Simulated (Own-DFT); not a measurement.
Si₃N₄ (beta silicon nitride, atoms displaced), AlN (wurtzite, atoms displaced) (calculated)

Computed with Own-DFT development build. A calculation, not a measurement: plane-wave PBE density functional theory by an unreviewed code, no spin, of a simulated periodic cell, stress positive in tension, free energy of the whole cell less one offset for each atom, some atoms lie very close together; forces on such cells moved up to 12 meV/angstrom on a denser k mesh; offsets are fitted by least squares, one for each functional and potential file, so energies compare only between cells with the same atoms and settings and are not formation energies; the far tail of each file's local potential was reset to the Coulomb form; each entry is a single point on an unrelaxed cell, so the pressure reflects the starting lattice, mostly measured values (interpolated for alloys), from which strain is counted, and rises with the displacements; printed positions are rounded, which can move forces by about a meV/angstrom; the program, named Own-DFT, is a retired in-house code; no spin-orbit coupling; before rounding, a Quantum ESPRESSO 7.3.1 run of the same cell and cutoff gave forces within 1 meV/angstrom rms on each cell, which checks the program and not the settings.

Settings shared by all entries: functional PBE; potential files PseudoDojo norm-conserving, scalar-relativistic, standard set; wave cutoff 42 hartree; occupations Fermi-Dirac; smearing width 0.1 eV.

```yaml
- entry: 1
  formula: Si3N4
  kind: "beta silicon nitride, atoms displaced"
  structure:
    cell_angstrom: [[15.212, 0.0, 0.0], [-7.606, 13.174, 0.0], [0.0, 0.0, 5.818]]
    atoms_fractional:
      - [Si, 0.09239, 0.38678, 0.12924]
      - [Si, 0.11809, 0.20243, 0.12888]
      - [Si, 0.29935, 0.41205, 0.14034]
      - [Si, 0.40917, 0.11586, 0.37479]
      - [Si, 0.38588, 0.30011, 0.36258]
      - [Si, 0.20156, 0.0888, 0.37491]
      - ["N", 0.16898, 0.01436, 0.12657]
      - ["N", 0.49124, 0.15219, 0.13264]
      - ["N", 0.35408, 0.33748, 0.12054]
      - ["N", 0.33634, 0.48849, 0.36733]
      - ["N", 0.0134, 0.34891, 0.38013]
      - ["N", 0.15254, 0.16949, 0.36148]
      - ["N", 0.16802, 0.33551, 0.11038]
      - ["N", 0.33836, 0.17396, 0.36612]
      - [Si, 0.0895, 0.37806, 0.62343]
      - [Si, 0.11344, 0.20108, 0.64422]
      - [Si, 0.30593, 0.41316, 0.61268]
      - [Si, 0.41538, 0.11432, 0.87812]
      - [Si, 0.38633, 0.29687, 0.87917]
      - [Si, 0.19932, 0.08414, 0.87386]
      - ["N", 0.16457, 0.01564, 0.6352]
      - ["N", 0.48039, 0.14801, 0.63075]
      - ["N", 0.35278, 0.33738, 0.60932]
      - ["N", 0.33683, 0.48582, 0.87807]
      - ["N", 0.0155, 0.35323, 0.87418]
      - ["N", 0.15092, 0.16635, 0.88513]
      - ["N", 0.16809, 0.33427, 0.63157]
      - ["N", 0.33258, 0.17124, 0.87044]
      - [Si, 0.09257, 0.88612, 0.12604]
      - [Si, 0.11419, 0.70011, 0.13752]
      - [Si, 0.29506, 0.91019, 0.10975]
      - [Si, 0.41322, 0.61656, 0.36528]
      - [Si, 0.38078, 0.79935, 0.36695]
      - [Si, 0.19763, 0.58306, 0.38852]
      - ["N", 0.16201, 0.51356, 0.11425]
      - ["N", 0.4829, 0.65096, 0.14562]
      - ["N", 0.3588, 0.83555, 0.12884]
      - ["N", 0.33375, 0.98429, 0.37767]
      - ["N", 0.01758, 0.85093, 0.36396]
      - ["N", 0.14326, 0.66053, 0.38336]
      - ["N", 0.16936, 0.838, 0.14156]
      - ["N", 0.33482, 0.671, 0.37686]
      - [Si, 0.08316, 0.88182, 0.61568]
      - [Si, 0.11779, 0.70294, 0.64084]
      - [Si, 0.29815, 0.9123, 0.63261]
      - [Si, 0.41361, 0.61729, 0.86282]
      - [Si, 0.38012, 0.79806, 0.88018]
      - [Si, 0.1923, 0.59015, 0.87107]
      - ["N", 0.16675, 0.51602, 0.63018]
      - ["N", 0.4912, 0.6532, 0.63752]
      - ["N", 0.3509, 0.83519, 0.62473]
      - ["N", 0.33164, 0.98122, 0.88359]
      - ["N", 0.01503, 0.84705, 0.86743]
      - ["N", 0.15033, 0.66741, 0.8858]
      - ["N", 0.15945, 0.83027, 0.62411]
      - ["N", 0.33625, 0.66848, 0.87317]
      - [Si, 0.59299, 0.39346, 0.12551]
      - [Si, 0.61411, 0.19942, 0.12936]
      - [Si, 0.7837, 0.40463, 0.11547]
      - [Si, 0.91127, 0.11272, 0.3714]
      - [Si, 0.8851, 0.30629, 0.38309]
      - [Si, 0.70003, 0.08152, 0.37809]
      - ["N", 0.67003, 0.02062, 0.12355]
      - ["N", 0.97902, 0.14622, 0.14309]
      - ["N", 0.85442, 0.33145, 0.14123]
      - ["N", 0.83182, 0.47862, 0.37303]
      - ["N", 0.51189, 0.34697, 0.38448]
      - ["N", 0.6539, 0.16602, 0.3725]
      - ["N", 0.67979, 0.33888, 0.12415]
      - ["N", 0.82818, 0.17129, 0.36992]
      - [Si, 0.58758, 0.38199, 0.61397]
      - [Si, 0.61578, 0.20327, 0.62661]
      - [Si, 0.7995, 0.41511, 0.62867]
      - [Si, 0.90881, 0.10976, 0.87176]
      - [Si, 0.88174, 0.29685, 0.8768]
      - [Si, 0.70108, 0.09234, 0.85739]
      - ["N", 0.66928, 0.01991, 0.616]
      - ["N", 0.98436, 0.15204, 0.63068]
      - ["N", 0.84756, 0.32809, 0.62317]
      - ["N", 0.83227, 0.4847, 0.88054]
      - ["N", 0.52315, 0.34707, 0.87327]
      - ["N", 0.65316, 0.17072, 0.8754]
      - ["N", 0.66797, 0.33864, 0.62846]
      - ["N", 0.83431, 0.17083, 0.86767]
      - [Si, 0.58997, 0.89344, 0.13542]
      - [Si, 0.61166, 0.69782, 0.13752]
      - [Si, 0.79566, 0.91025, 0.11537]
      - [Si, 0.91418, 0.61738, 0.35741]
      - [Si, 0.88631, 0.80357, 0.36676]
      - [Si, 0.70759, 0.59231, 0.38768]
      - ["N", 0.66334, 0.51289, 0.1203]
      - ["N", 0.98079, 0.64594, 0.12836]
      - ["N", 0.85137, 0.8375, 0.12271]
      - ["N", 0.83612, 0.98788, 0.38732]
      - ["N", 0.51915, 0.84796, 0.39048]
      - ["N", 0.64817, 0.67163, 0.3781]
      - ["N", 0.66341, 0.83622, 0.12736]
      - ["N", 0.83632, 0.66898, 0.36753]
      - [Si, 0.59175, 0.88382, 0.62338]
      - [Si, 0.61678, 0.70147, 0.61234]
      - [Si, 0.80632, 0.91562, 0.62807]
      - [Si, 0.91309, 0.62303, 0.86966]
      - [Si, 0.89278, 0.80301, 0.87427]
      - [Si, 0.70378, 0.58873, 0.88121]
      - ["N", 0.6681, 0.50921, 0.63383]
      - ["N", 0.98612, 0.64975, 0.62236]
      - ["N", 0.84861, 0.83218, 0.63276]
      - ["N", 0.83392, 0.98939, 0.88396]
      - ["N", 0.51315, 0.84788, 0.89056]
      - ["N", 0.64997, 0.66688, 0.87081]
      - ["N", 0.66395, 0.83178, 0.63372]
      - ["N", 0.83822, 0.66996, 0.86415]
  settings:
    k_mesh: "2 x 2 x 4 centred on Gamma"
  results:
    "free_energy_of_cell_above_offsets [eV]": "-4.763"
    "pressure [GPa]": 9.3
    "stress_xx [GPa]": -9.38
    "stress_yy [GPa]": -7.92
    "stress_zz [GPa]": -10.6
    "stress_yz [GPa]": 2.22
    "stress_xz [GPa]": 0.88
    "stress_xy [GPa]": 0.68
    force_element: [Si, Si, Si, Si, Si, Si, "N", "N", "N", "N", "N", "N", "N", "N", Si, Si, Si, Si, Si, Si, "N", "N", "N", "N", "N", "N", "N", "N", Si, Si, Si, Si, Si, Si, "N", "N", "N", "N", "N", "N", "N", "N", Si, Si, Si, Si, Si, Si, "N", "N", "N", "N", "N", "N", "N", "N", Si, Si, Si, Si, Si, Si, "N", "N", "N", "N", "N", "N", "N", "N", Si, Si, Si, Si, Si, Si, "N", "N", "N", "N", "N", "N", "N", "N", Si, Si, Si, Si, Si, Si, "N", "N", "N", "N", "N", "N", "N", "N", Si, Si, Si, Si, Si, Si, "N", "N", "N", "N", "N", "N", "N", "N"]
    "force_x [eV/angstrom]": [-3.288, -4.362, -1.385, 1.346, 0.269, 1.329, -0.529, -3.733, -0.438, 0.125, 2.175, 1.349, 1.712, -1.497, -3.777, -0.482, -3.921, -1.68, 1.095, 1.149, -0.423, 1.502, 1.949, 0.721, 0.781, 0.788, 3.472, 1.195, -1.34, -1.575, 1.767, -2.409, 4.901, 1.837, -0.203, 2.541, -5.779, -0.015, -1.562, 0.87, 0.755, -0.945, 1.06, -2.414, -1.349, -0.562, 4.79, 7.284, -0.588, -1.603, -1.652, 0.29, 2.141, -2.459, 2.73, -3.023, 0.395, 2.791, 17.49, -3.998, 3.544, 1.289, -0.721, 3.677, -4.383, 0.008, 1.829, -2.084, -17.52, 2.935, -0.127, -0.164, 0.274, -1.059, 2.008, 2.978, -0.601, 0.771, -3.614, 0.366, -2.695, -1.156, 1.682, 0.409, -0.433, -2.286, -2.699, -0.991, 0.866, -0.493, 0.134, 2.843, 0.688, 0.461, -2.698, 5.775, 2.459, -1.12, -2.096, -2.401, -4.244, 2.807, -2.56, 0.239, -0.834, -0.396, 1.214, 0.618, 0.232, 1.003, 4.291, -3.637]
    "force_y [eV/angstrom]": [-1.77, 1.553, 0.728, 0.046, -0.315, 0.887, 0.65, -1.908, 0.374, -0.975, 1.076, -1.33, -1.318, -2.965, 1.464, 1.482, 1.842, 1.149, 1.785, 2.332, -1.043, 0.327, -1.358, -0.835, -0.126, -1.116, -1.114, -3.347, -0.159, 1.026, -0.205, 1.154, -1.709, 1.181, 2.626, 0.623, 3.048, -0.29, -0.127, 0.244, -3.525, -1.809, 0.837, 0.123, -0.458, -0.401, -1.655, -3.148, -1.134, -1.386, 0.674, 2.418, 1.606, 2.227, 1.225, -0.337, -6.208, 2.605, 11.96, 3.071, -4.272, 4.979, -0.479, 1.356, 2.763, 2.837, 1.382, 0.118, -13.23, -1.604, 0.155, 1.196, -0.712, 5.845, 0.709, -0.064, -3.684, -0.782, 2.98, 1.487, -0.484, -0.198, -2.968, -2.803, -2.3, 3.183, 0.876, -3.562, -1.677, -1.901, 5.728, 2.213, -0.08, -3.065, 0.077, -3.39, -1.112, 1.306, 0.525, 2.824, -0.431, -3.733, -2.466, 0.125, 3.836, 0.003, 0.36, -4.431, 1.291, -0.814, 0.743, 1.068]
    "force_z [eV/angstrom]": [-1.004, -0.891, -4.503, 0.393, 1.39, 0.215, -0.051, -0.689, -0.126, 1.92, -0.335, 4.598, 1.22, 0.106, 1.11, -2.822, 2.891, 1.027, -2.186, 1.602, -2.79, -1.062, 1.701, -0.688, 0.201, -0.837, -0.654, 0.236, -1.356, 0.35, 5.255, 4.876, 4.326, -3.07, 2.073, -5.375, -1.965, -0.682, 0.416, 0.521, -0.826, 0.002, 0.761, -2.443, -2.161, 2.831, -1.985, 0.979, 0.28, -2.935, 0.327, -2.286, 1.387, 0.565, 0.611, -0.053, 0.099, 0.316, 1.256, 3.044, -0.557, -2.792, -1.616, -4.893, -5.186, -0.723, -3.023, 1.261, 0.769, 0.525, 2.173, -1.332, -0.389, 1.766, 1.333, 2.363, 3.012, -0.248, 3.299, -0.61, 0.839, -0.224, -0.494, -0.048, -0.893, -4.281, 2.503, 4.931, 1.413, -0.441, 2.236, -3.51, -0.863, -1.537, -2.202, -1.448, 0.079, -0.016, 3.057, 5.518, 0.461, -0.275, 0.403, -1.526, -1.19, -0.047, -1.497, -1.426, -1.548, 1.423, -0.289, 0.648]
- entry: 2
  formula: AlN
  kind: "wurtzite, atoms displaced"
  structure:
    cell_angstrom: [[9.336, 0.0, 0.0], [-4.668, 8.0852, 0.0], [0.0, 0.0, 9.964]]
    atoms_fractional:
      - [Al, 0.11682, 0.23698, 0.98795]
      - [Al, 0.23307, 0.12668, 0.23937]
      - ["N", 0.11588, 0.21362, 0.18293]
      - ["N", 0.22749, 0.12749, 0.45599]
      - [Al, 0.10485, 0.19803, 0.47499]
      - [Al, 0.21061, 0.08303, 0.75103]
      - ["N", 0.09244, 0.18748, 0.68824]
      - ["N", 0.227, 0.12165, 0.9599]
      - [Al, 0.09736, 0.54958, 0.00789]
      - [Al, 0.20579, 0.43978, 0.257]
      - ["N", 0.14521, 0.55798, 0.18424]
      - ["N", 0.22806, 0.46954, 0.46101]
      - [Al, 0.1295, 0.55024, 0.51205]
      - [Al, 0.21707, 0.43018, 0.75853]
      - ["N", 0.11449, 0.54987, 0.66844]
      - ["N", 0.2379, 0.47387, 0.93734]
      - [Al, 0.10311, 0.91786, 0.01783]
      - [Al, 0.21001, 0.7785, 0.24992]
      - ["N", 0.11691, 0.89149, 0.18838]
      - ["N", 0.21243, 0.77756, 0.45379]
      - [Al, 0.08291, 0.88448, 0.52358]
      - [Al, 0.22523, 0.76767, 0.76444]
      - ["N", 0.12156, 0.89745, 0.67745]
      - ["N", 0.23605, 0.7733, 0.95702]
      - [Al, 0.40605, 0.19579, 0.992]
      - [Al, 0.58196, 0.13592, 0.26552]
      - ["N", 0.43689, 0.21088, 0.18961]
      - ["N", 0.58903, 0.14666, 0.42867]
      - [Al, 0.45827, 0.23705, 0.47763]
      - [Al, 0.55022, 0.09803, 0.75245]
      - ["N", 0.47996, 0.2181, 0.68553]
      - ["N", 0.53976, 0.10219, 0.90962]
      - [Al, 0.4603, 0.58305, 0.01556]
      - [Al, 0.53273, 0.4393, 0.26348]
      - ["N", 0.42382, 0.54599, 0.17762]
      - ["N", 0.57712, 0.41414, 0.45991]
      - [Al, 0.41632, 0.55957, 0.46389]
      - [Al, 0.53708, 0.42682, 0.76094]
      - ["N", 0.4455, 0.58217, 0.70362]
      - ["N", 0.56035, 0.41645, 0.91611]
      - [Al, 0.44139, 0.91681, 0.97754]
      - [Al, 0.5441, 0.76694, 0.25476]
      - ["N", 0.42144, 0.8592, 0.16215]
      - ["N", 0.577, 0.77145, 0.42599]
      - [Al, 0.43341, 0.87921, 0.49599]
      - [Al, 0.57163, 0.78389, 0.76347]
      - ["N", 0.41739, 0.86418, 0.70183]
      - ["N", 0.56404, 0.77864, 0.9503]
      - [Al, 0.79334, 0.23643, 0.97329]
      - [Al, 0.88687, 0.1013, 0.26802]
      - ["N", 0.81672, 0.24947, 0.20453]
      - ["N", 0.88261, 0.11115, 0.43654]
      - [Al, 0.79907, 0.22038, 0.50809]
      - [Al, 0.87875, 0.10971, 0.75053]
      - ["N", 0.76861, 0.22338, 0.67946]
      - ["N", 0.86246, 0.08744, 0.93583]
      - [Al, 0.76526, 0.56547, 0.98429]
      - [Al, 0.89807, 0.46595, 0.24725]
      - ["N", 0.79968, 0.57834, 0.21427]
      - ["N", 0.87778, 0.43774, 0.45202]
      - [Al, 0.7973, 0.58067, 0.52096]
      - [Al, 0.8624, 0.46255, 0.74401]
      - ["N", 0.80407, 0.61579, 0.69953]
      - ["N", 0.90192, 0.47033, 0.93244]
      - [Al, 0.7844, 0.89327, 0.00203]
      - [Al, 0.8912, 0.79817, 0.23563]
      - ["N", 0.80584, 0.8913, 0.20697]
      - ["N", 0.89659, 0.77454, 0.48542]
      - [Al, 0.79487, 0.88672, 0.49856]
      - [Al, 0.84777, 0.79516, 0.76283]
      - ["N", 0.78313, 0.89705, 0.69275]
      - ["N", 0.85572, 0.78532, 0.92858]
  settings:
    k_mesh: "3 x 3 x 2 centred on Gamma"
  results:
    "free_energy_of_cell_above_offsets [eV]": "18.571"
    "pressure [GPa]": 25.17
    "stress_xx [GPa]": -26.11
    "stress_yy [GPa]": -23.61
    "stress_zz [GPa]": -25.8
    "stress_yz [GPa]": 2.2
    "stress_xz [GPa]": -1.48
    "stress_xy [GPa]": 2.52
    force_element: [Al, Al, "N", "N", Al, Al, "N", "N", Al, Al, "N", "N", Al, Al, "N", "N", Al, Al, "N", "N", Al, Al, "N", "N", Al, Al, "N", "N", Al, Al, "N", "N", Al, Al, "N", "N", Al, Al, "N", "N", Al, Al, "N", "N", Al, Al, "N", "N", Al, Al, "N", "N", Al, Al, "N", "N", Al, Al, "N", "N", Al, Al, "N", "N", Al, Al, "N", "N", Al, Al, "N", "N"]
    "force_x [eV/angstrom]": [-1.223, -0.147, -2.714, 5.938, -5.685, 0.786, 0.409, -12.35, 3.102, 2.966, -7.343, 0.172, -11.66, -0.352, -1.769, -0.215, 1.212, 3.272, -2.242, 0.253, 8.666, -4.234, 1.804, -5.43, 15.35, 0.271, 2.443, -0.351, -1.913, 1.855, -6.171, 0.493, -1.263, 3.375, 2.152, -1.127, 12.51, -1.815, 1.411, -0.429, 3.596, -0.913, 1.797, -1.72, 0.195, -3.405, 5.917, -0.04, -2.131, -0.465, -1.5, 3.574, -4.347, 0.053, 1.344, 1.422, 1.461, 2.358, -3.673, 2.238, 0.179, 3.57, 0.369, -2.136, -5.293, 13.48, -14.42, -6.13, -3.097, 9.768, -8.941, 6.873]
    "force_y [eV/angstrom]": [0.625, -3.185, 1.624, -3.384, 4.616, 4.614, 2.638, -5.278, 2.649, -2.884, 2.392, -12.08, 4.856, 2.015, -0.505, -3.468, -4.267, -0.579, 1.182, 0.19, 4.062, -2.684, -2.915, -0.659, 8.171, -1.167, 2.363, -4.203, -15.77, -1.523, 2.108, 5.282, -2.814, 0.176, -0.887, 18.22, 4.521, 1.842, -4.936, 0.508, -5.517, 2.107, 2.682, 0.655, 1.657, -0.02, 4.082, 3.239, -0.363, 1.99, -2.317, -2.23, 3.117, 1.092, -0.273, 5.286, -0.951, -1.557, -0.421, 2.172, -8.133, -0.487, -8.088, -2.172, 0.508, -8.467, 6.931, 2.221, 0.184, -2.065, 5.571, -1.905]
    "force_z [eV/angstrom]": [1.09, 2.766, 1.05, -3.879, 4.561, -0.189, 0.826, -5.493, -0.811, 0.538, 0.264, -7.473, -4.718, -3.223, 12.39, 1.201, -3.268, 0.795, 2.032, -2.707, -6.208, -0.569, 9.989, -2.52, 2.886, -7.092, -0.618, 5.674, 5.745, -8.862, -1.453, 9.478, -5.804, -0.548, 7.501, -4.869, 5.41, -10.36, -1.646, 11.15, 4.328, -4.617, 3.687, 2.504, 1.264, -0.619, -2.535, -0.698, 2.142, -5.938, -2.686, 2.782, -1.675, -1.117, 4.753, -0.341, 1.039, 3.122, -3.144, -0.733, -0.873, -1.309, -0.188, -0.116, 4.399, 4.586, -4.413, -7.455, 1.119, 0.772, -5.578, 4.497]
- entry: 3
  formula: AlN
  kind: "wurtzite, atoms displaced"
  structure:
    cell_angstrom: [[9.336, 0.0, 0.0], [-4.668, 8.0852, 0.0], [0.0, 0.0, 9.964]]
    atoms_fractional:
      - [Al, 0.10588, 0.21496, 0.00907]
      - [Al, 0.202, 0.10906, 0.24204]
      - ["N", 0.11965, 0.20264, 0.22282]
      - ["N", 0.20699, 0.09404, 0.41688]
      - [Al, 0.12483, 0.25727, 0.51009]
      - [Al, 0.21885, 0.0967, 0.75268]
      - ["N", 0.11703, 0.22635, 0.69349]
      - ["N", 0.21006, 0.11496, 0.94469]
      - [Al, 0.1078, 0.57331, 0.01626]
      - [Al, 0.23756, 0.45649, 0.23717]
      - ["N", 0.10764, 0.54847, 0.20219]
      - ["N", 0.19204, 0.40658, 0.43059]
      - [Al, 0.12542, 0.56579, 0.48049]
      - [Al, 0.20982, 0.41149, 0.75825]
      - ["N", 0.11807, 0.58105, 0.68356]
      - ["N", 0.23554, 0.4233, 0.91629]
      - [Al, 0.09199, 0.85909, 0.99778]
      - [Al, 0.23894, 0.76171, 0.2588]
      - ["N", 0.10075, 0.89494, 0.17695]
      - ["N", 0.23568, 0.78149, 0.45138]
      - [Al, 0.13874, 0.90232, 0.50513]
      - [Al, 0.21565, 0.73588, 0.72815]
      - ["N", 0.10377, 0.89092, 0.71649]
      - ["N", 0.19247, 0.76072, 0.92376]
      - [Al, 0.43993, 0.22676, 0.98503]
      - [Al, 0.53836, 0.10211, 0.24339]
      - ["N", 0.4568, 0.20017, 0.18441]
      - ["N", 0.58849, 0.11511, 0.44915]
      - [Al, 0.4793, 0.21351, 0.51063]
      - [Al, 0.53669, 0.1241, 0.75656]
      - ["N", 0.46359, 0.21981, 0.71218]
      - ["N", 0.52688, 0.07602, 0.94415]
      - [Al, 0.42928, 0.5594, 0.99421]
      - [Al, 0.55207, 0.42794, 0.2404]
      - ["N", 0.46869, 0.56011, 0.18869]
      - ["N", 0.55679, 0.42767, 0.43516]
      - [Al, 0.43823, 0.54992, 0.49768]
      - [Al, 0.5366, 0.43991, 0.74891]
      - ["N", 0.43401, 0.53649, 0.68395]
      - ["N", 0.56037, 0.45121, 0.96752]
      - [Al, 0.45971, 0.91059, 0.99463]
      - [Al, 0.53442, 0.78539, 0.22318]
      - ["N", 0.41387, 0.85539, 0.15212]
      - ["N", 0.55292, 0.79956, 0.42621]
      - [Al, 0.46987, 0.90554, 0.509]
      - [Al, 0.53085, 0.75905, 0.74553]
      - ["N", 0.43759, 0.90144, 0.68281]
      - ["N", 0.56581, 0.77958, 0.92817]
      - [Al, 0.78551, 0.2102, 0.01516]
      - [Al, 0.90155, 0.13671, 0.24582]
      - ["N", 0.77378, 0.23682, 0.1776]
      - ["N", 0.90483, 0.12449, 0.42085]
      - [Al, 0.75262, 0.19991, 0.48268]
      - [Al, 0.87317, 0.09485, 0.73908]
      - ["N", 0.81581, 0.24441, 0.71555]
      - ["N", 0.89877, 0.12398, 0.9267]
      - [Al, 0.75834, 0.55739, 0.98277]
      - [Al, 0.8992, 0.45912, 0.24221]
      - ["N", 0.75954, 0.5313, 0.20653]
      - ["N", 0.86394, 0.40742, 0.44183]
      - [Al, 0.74762, 0.5456, 0.49611]
      - [Al, 0.887, 0.4386, 0.75193]
      - ["N", 0.76289, 0.52879, 0.68775]
      - ["N", 0.86319, 0.44173, 0.95215]
      - [Al, 0.77425, 0.88161, 0.01474]
      - [Al, 0.88835, 0.77121, 0.24711]
      - ["N", 0.75581, 0.89178, 0.1917]
      - ["N", 0.86465, 0.77454, 0.43812]
      - [Al, 0.79103, 0.89063, 0.50729]
      - [Al, 0.87393, 0.786, 0.74731]
      - ["N", 0.80016, 0.89857, 0.68847]
      - ["N", 0.88132, 0.75182, 0.95064]
  settings:
    k_mesh: "3 x 3 x 2 centred on Gamma"
  results:
    "free_energy_of_cell_above_offsets [eV]": "19.963"
    "pressure [GPa]": 25.0
    "stress_xx [GPa]": -23.8
    "stress_yy [GPa]": -35.42
    "stress_zz [GPa]": -15.78
    "stress_yz [GPa]": 1.37
    "stress_xz [GPa]": -4.31
    "stress_xy [GPa]": 3.84
    force_element: [Al, Al, "N", "N", Al, Al, "N", "N", Al, Al, "N", "N", Al, Al, "N", "N", Al, Al, "N", "N", Al, Al, "N", "N", Al, Al, "N", "N", Al, Al, "N", "N", Al, Al, "N", "N", Al, Al, "N", "N", Al, Al, "N", "N", Al, Al, "N", "N", Al, Al, "N", "N", Al, Al, "N", "N", Al, Al, "N", "N", Al, Al, "N", "N", Al, Al, "N", "N", Al, Al, "N", "N"]
    "force_x [eV/angstrom]": [-0.101, 17.61, -16.51, 2.197, 0.323, -1.172, 0.528, 2.655, -1.335, 1.41, 2.51, 1.057, -2.359, -2.159, -2.673, -1.707, 0.315, -4.059, 1.288, 0.578, -3.189, 1.303, 1.091, 3.706, 0.578, 7.381, -9.058, -23.37, -4.303, 17.96, -16.15, -1.416, 3.138, -0.428, -4.393, -5.331, 0.358, 4.195, -2.157, -6.931, 0.864, 5.333, -1.184, 2.029, -1.751, 0.724, 1.47, -1.486, -1.892, -1.305, 1.189, -1.32, 25.9, 1.437, -3.188, 0.281, 5.385, -3.522, 2.024, 0.652, 6.157, -0.279, -2.318, 3.661, 1.082, -1.965, 1.745, 4.251, -2.763, 6.603, -6.137, -3.07]
    "force_y [eV/angstrom]": [0.164, -10.04, 13.18, 1.461, -18.49, 2.936, -5.545, -1.489, -2.292, -3.2, 1.088, 19.83, -4.612, 5.551, -30.95, 1.491, 3.454, 2.379, -2.247, 1.219, -0.797, 30.88, -2.893, 0.31, -2.128, -2.627, 4.792, -13.89, 1.491, -11.07, 8.92, 19.43, 0.163, -1.806, -0.095, -2.206, -0.063, -0.052, 2.129, -3.421, -17.45, -1.466, 1.386, -3.305, -1.493, 1.937, -1.159, -0.455, 1.382, -2.438, -1.714, -1.746, 13.53, 4.604, -6.508, -2.347, -2.779, -3.771, 4.798, 6.371, 2.395, 5.361, 2.498, -0.743, 0.651, -0.523, 1.215, -2.493, 3.062, -4.984, -1.524, 6.743]
    "force_z [eV/angstrom]": [-0.732, 1.441, -7.975, 5.368, 6.894, 1.423, -2.802, -0.684, -2.91, 2.231, -1.107, -8.926, 2.793, -5.521, -10.78, 9.844, -0.729, 0.218, 1.7, -2.462, 0.751, 12.49, -3.94, 0.053, 2.498, 2.157, -2.654, -7.767, -0.888, 6.943, -7.21, -6.898, 0.545, 0.936, -0.569, -0.248, -2.264, 1.608, -0.486, -3.889, -0.434, 3.511, 6.182, 0.39, -1.025, -0.296, 2.243, 0.695, -6.986, -0.101, 5.638, 5.108, 7.412, 2.264, -3.621, 2.964, 3.83, 2.608, -1.998, -1.448, 0.926, 1.403, 0.392, -0.47, -2.716, 0.702, 0.044, -0.561, -2.978, 2.66, -2.226, -2.567]
```
